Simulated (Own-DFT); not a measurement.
Si$_{3}$N$_{4}$ (beta silicon nitride, atoms displaced) (calculated)

All values are calculated (Own-DFT development build). A calculation, not a measurement: plane-wave PBE density functional theory by an unreviewed code, no spin, of a simulated periodic cell, stress positive in tension, free energy of the whole cell less one offset for each atom, forces on such cells passed a denser k mesh, this cell's mesh not checked; offsets are fitted by least squares, one for each functional and potential file, so energies compare only between cells with the same atoms and settings and are not formation energies; the far tail of each file's local potential was reset to the Coulomb form; each entry is a single point on an unrelaxed cell, so the pressure reflects the starting lattice, mostly measured values (interpolated for alloys), from which strain is counted, and rises with the displacements; printed positions are rounded, which can move forces by about a meV/angstrom; the program, named Own-DFT, is a retired in-house code; no spin-orbit coupling.

### Si$_{3}$N$_{4}$ (beta silicon nitride, atoms displaced)

```
cell vectors (Å)
   7.6060     0.0000     0.0000
  -3.8030     6.5870     0.0000
   0.0000     0.0000     8.7270
atoms (fractions of the cell vectors)
Si  0.18910  0.77503  0.07295
Si  0.23170  0.40789  0.07400
Si  0.60185  0.82429  0.08301
Si  0.83237  0.23419  0.24485
Si  0.76579  0.58957  0.24637
Si  0.39833  0.17292  0.24985
N   0.34146  0.04679  0.08969
N   0.96608  0.30197  0.09005
N   0.69239  0.67662  0.07803
N   0.66427  0.96586  0.26119
N   0.03514  0.70094  0.25207
N   0.30098  0.33668  0.25394
N   0.33195  0.66505  0.08832
N   0.65500  0.32701  0.25449
Si  0.17644  0.77286  0.41123
Si  0.22912  0.40279  0.41378
Si  0.58911  0.82509  0.41388
Si  0.82772  0.22652  0.58326
Si  0.76605  0.59276  0.58280
Si  0.38251  0.17005  0.58562
N   0.33872  0.03598  0.42217
N   0.95946  0.29208  0.41507
N   0.69748  0.65635  0.41652
N   0.67289  0.97336  0.57331
N   0.02697  0.70463  0.58311
N   0.30036  0.33146  0.57918
N   0.33734  0.67094  0.41060
N   0.67239  0.33678  0.58442
Si  0.15836  0.76118  0.75064
Si  0.24020  0.40874  0.75486
Si  0.59901  0.82947  0.74936
Si  0.81840  0.22376  0.91161
Si  0.78515  0.61140  0.92072
Si  0.40121  0.16382  0.92118
N   0.32440  0.02839  0.74794
N   0.96470  0.30586  0.75380
N   0.68761  0.65219  0.74044
N   0.67024  0.96871  0.90999
N   0.02157  0.69554  0.91580
N   0.30784  0.32840  0.91566
N   0.33322  0.67369  0.74826
N   0.65949  0.32670  0.91824
```

```
functional                        : PBE
potential files                   : PseudoDojo norm-conserving, scalar-relativistic, standard set
wave cutoff                       : 42 hartree
occupations                       : Fermi-Dirac
smearing width                    : 0.1 eV
k mesh                            : 3 x 3 x 3 centred on Gamma
free energy of cell above offsets : -3.349 eV
pressure                          : 7.9 GPa
stress xx                         : -7.02 GPa
stress yy                         : -6.41 GPa
stress zz                         : -10.27 GPa
stress yz                         : -0.3 GPa
stress xz                         : 1.82 GPa
stress xy                         : 1.03 GPa
```

Force:
```tsv
element	x (eV/Å)	y (eV/Å)	z (eV/Å)
Si	-1.988	0.016	3.135
Si	0.032	-0.829	2.684
Si	-4.258	2.925	1.192
Si	-3.684	-1.524	3.507
Si	0.215	-0.311	1.315
Si	0.498	2.07	3.481
N	-0.585	-5.187	-2.141
N	1.903	0.353	-4.469
N	4.858	-2.689	0.647
N	0.627	1.756	-5.169
N	-1.148	-0.116	-3.228
N	0.325	-0.815	-2.8
N	1.157	0.871	-1.264
N	2.079	1.047	-1.063
Si	0.544	0.048	2.296
Si	-1.844	1.375	0.709
Si	2.079	-1.769	1.819
Si	-2.42	1.581	-0.308
Si	1.317	-1.841	-1.659
Si	5.256	0.855	-0.213
N	-1.034	-1.365	-1.708
N	2.568	1.44	-0.004
N	-2.089	1.911	-1.168
N	0.288	-1.65	2.792
N	0.691	0.32	-0.682
N	-2.531	1.264	1.386
N	-1.46	-1.725	0.549
N	-1.11	-1.909	0.309
Si	2.14	1.124	-2.157
Si	-1.572	0.596	-1.838
Si	-0.296	-1.37	-2.903
Si	-0.994	2.031	1.696
Si	-5.653	-5.108	-2.083
Si	1.109	2.264	-2.395
N	-0.606	-1.152	1.988
N	2.778	0.451	-0.711
N	-1.288	2.332	3.898
N	0.234	-0.678	2.097
N	4.292	2.376	1.102
N	-1.442	0.354	0.429
N	0.159	-1.017	0.627
N	0.852	1.694	0.308
```
